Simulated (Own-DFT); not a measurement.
## Calculated data, GaP (zincblende, strongly disordered by large displacements)

A calculation, not a measurement: plane-wave PBE density functional theory by an unreviewed code, no spin, of a simulated periodic cell, stress positive in tension, free energy of the whole cell less one offset for each atom, forces on such cells passed a denser k mesh, this cell's mesh not checked; broken bonds can close the gap or carry spin, so checks made on this kind of crystal may not hold here; offsets are fitted by least squares, one for each functional and potential file, so energies compare only between cells with the same atoms and settings and are not formation energies; the far tail of each file's local potential was reset to the Coulomb form; each entry is a single point on an unrelaxed cell, so the pressure reflects the starting lattice, mostly measured values (interpolated for alloys), from which strain is counted, and rises with the displacements; printed positions are rounded, which can move forces by about a meV/angstrom; the program, named Own-DFT, is a retired in-house code; no spin-orbit coupling. Program: Own-DFT development build.

### GaP (zincblende, strongly disordered by large displacements)

```
CELL_PARAMETERS angstrom
10.90100 0.00000 0.00000
0.00000 10.90100 0.00000
0.00000 0.00000 10.90100
ATOMIC_POSITIONS crystal
Ga 0.00627 0.00131 0.97794
Ga 0.02267 0.20583 0.24922
Ga 0.25041 0.98844 0.24063
Ga 0.26265 0.26502 0.99348
P 0.14320 0.11656 0.10617
P 0.13367 0.36889 0.36533
P 0.40124 0.12103 0.35777
P 0.37862 0.39443 0.09059
Ga 0.98018 0.00183 0.53344
Ga 0.98039 0.26376 0.71472
Ga 0.23180 0.98908 0.75642
Ga 0.23804 0.24068 0.49800
P 0.14267 0.12317 0.63468
P 0.10089 0.36392 0.85924
P 0.39067 0.12537 0.87734
P 0.35200 0.39552 0.62013
Ga 0.00312 0.49453 0.99822
Ga 0.97170 0.73447 0.23546
Ga 0.24256 0.49076 0.26350
Ga 0.24260 0.77039 0.96960
P 0.14779 0.62660 0.12954
P 0.12192 0.85178 0.36993
P 0.38984 0.65086 0.38754
P 0.33414 0.89523 0.11622
Ga 0.01048 0.45687 0.50338
Ga 0.99695 0.77145 0.75984
Ga 0.25541 0.52030 0.75393
Ga 0.25671 0.77402 0.51642
P 0.14623 0.59202 0.59835
P 0.08759 0.87851 0.86316
P 0.35998 0.59950 0.87333
P 0.37063 0.87812 0.63285
Ga 0.51325 0.97334 0.99284
Ga 0.50418 0.25333 0.22192
Ga 0.76720 0.99319 0.24481
Ga 0.76098 0.24826 0.00815
P 0.64714 0.09788 0.12275
P 0.62807 0.38654 0.37095
P 0.84339 0.12745 0.39081
P 0.88336 0.38617 0.12639
Ga 0.48074 0.01814 0.49505
Ga 0.52157 0.24838 0.73669
Ga 0.72780 0.02621 0.73872
Ga 0.75098 0.24019 0.48520
P 0.62530 0.15215 0.63238
P 0.63388 0.37130 0.85502
P 0.87788 0.10938 0.89427
P 0.87332 0.40291 0.60633
Ga 0.50653 0.47188 0.00208
Ga 0.51188 0.76174 0.23612
Ga 0.71645 0.50039 0.27475
Ga 0.75541 0.74603 0.01048
P 0.62019 0.64170 0.12382
P 0.64363 0.87575 0.35585
P 0.85292 0.62764 0.36666
P 0.87463 0.90044 0.13105
Ga 0.46390 0.50827 0.51255
Ga 0.45794 0.72213 0.72758
Ga 0.74077 0.50591 0.76319
Ga 0.74844 0.76270 0.53171
P 0.61658 0.63249 0.64261
P 0.62582 0.90035 0.88257
P 0.87486 0.59896 0.89393
P 0.87771 0.89135 0.62708
```

- functional: PBE
- potential files: PseudoDojo norm-conserving, scalar-relativistic, standard set
- wave cutoff: 42 hartree
- occupations: Fermi-Dirac
- smearing width: 0.1 eV
- hardware: one NVIDIA H100
- k mesh: 3 x 3 x 3 centred on Gamma
- free energy of cell above offsets: -0.024 eV
- pressure: 10.42 GPa
- stress xx: -10.38 GPa
- stress yy: -9.71 GPa
- stress zz: -11.16 GPa
- stress yz: -0.77 GPa
- stress xz: 3.9 GPa
- stress xy: -0.11 GPa
- wall time: 613.4 s

Force:
```csv
element,x (eV/Å),y (eV/Å),z (eV/Å)
Ga,0.132,0.891,5.183
Ga,-1.896,2.047,0.306
Ga,-3.603,3.601,6.218
Ga,-1.733,-1.641,-2.12
P,-0.109,0.185,-0.019
P,-1.898,-3.46,0.504
P,-3.838,2.149,-1.839
P,-5.541,-3.591,7.379
Ga,5.178,4.419,-5.559
Ga,0.782,-1.738,2.035
Ga,2.197,0.647,1.037
Ga,2.219,0.489,-0.878
P,-2.913,0.539,-0.892
P,2.056,0.758,0.53
P,-0.545,-0.209,-0.489
P,0.116,-4.103,1.442
Ga,2.623,-0.79,1.415
Ga,1.807,0.469,-0.001
Ga,2.931,3.184,-1.658
Ga,0.044,-1.582,1.243
P,-2.065,0.221,-1.152
P,-0.832,1.742,0.351
P,-1.04,-0.101,-1.664
P,6.614,-5.022,-5.631
Ga,3.398,3.947,-3.873
Ga,-4.888,-7.413,-5.417
Ga,-5.47,-4.368,-3.153
Ga,-2.273,-2.671,-2.724
P,-1.007,2.976,0.407
P,7.236,1.727,2.901
P,4.179,4.768,4.927
P,0.884,2.648,0.907
Ga,-6.182,4.633,5.62
Ga,1.332,-0.023,0.172
Ga,-2.422,2.577,3.807
Ga,0.204,0.28,0.149
P,-2.405,2.756,-0.879
P,-6.155,-6.375,4.97
P,7.289,-5.776,-4.65
P,-1.22,-1.428,1.673
Ga,3.107,-2.428,2.185
Ga,-6.915,4.171,4.254
Ga,2.468,-2.273,2.595
Ga,-4.376,7.099,4.318
P,2.563,-3.76,-6.916
P,-0.741,-1.458,2.994
P,-2.95,3.486,-4.229
P,-5.818,-2.768,2.988
Ga,6.848,5.367,-4.641
Ga,-2.447,1.03,1.199
Ga,5.272,5.621,-6.03
Ga,0.445,1.339,-1.154
P,-0.031,-3.266,-1.101
P,-1.472,-0.205,2.762
P,0.761,-0.316,2.271
P,4.272,-4.254,-4.211
Ga,3.505,0.955,-1.728
Ga,0.977,0.481,2.158
Ga,1.317,1.584,-1.507
Ga,-0.576,-0.98,-2.614
P,0.928,-0.832,-1.236
P,5.244,-5.912,-5.989
P,-0.901,3.918,-1.769
P,-4.669,-3.957,4.822
```
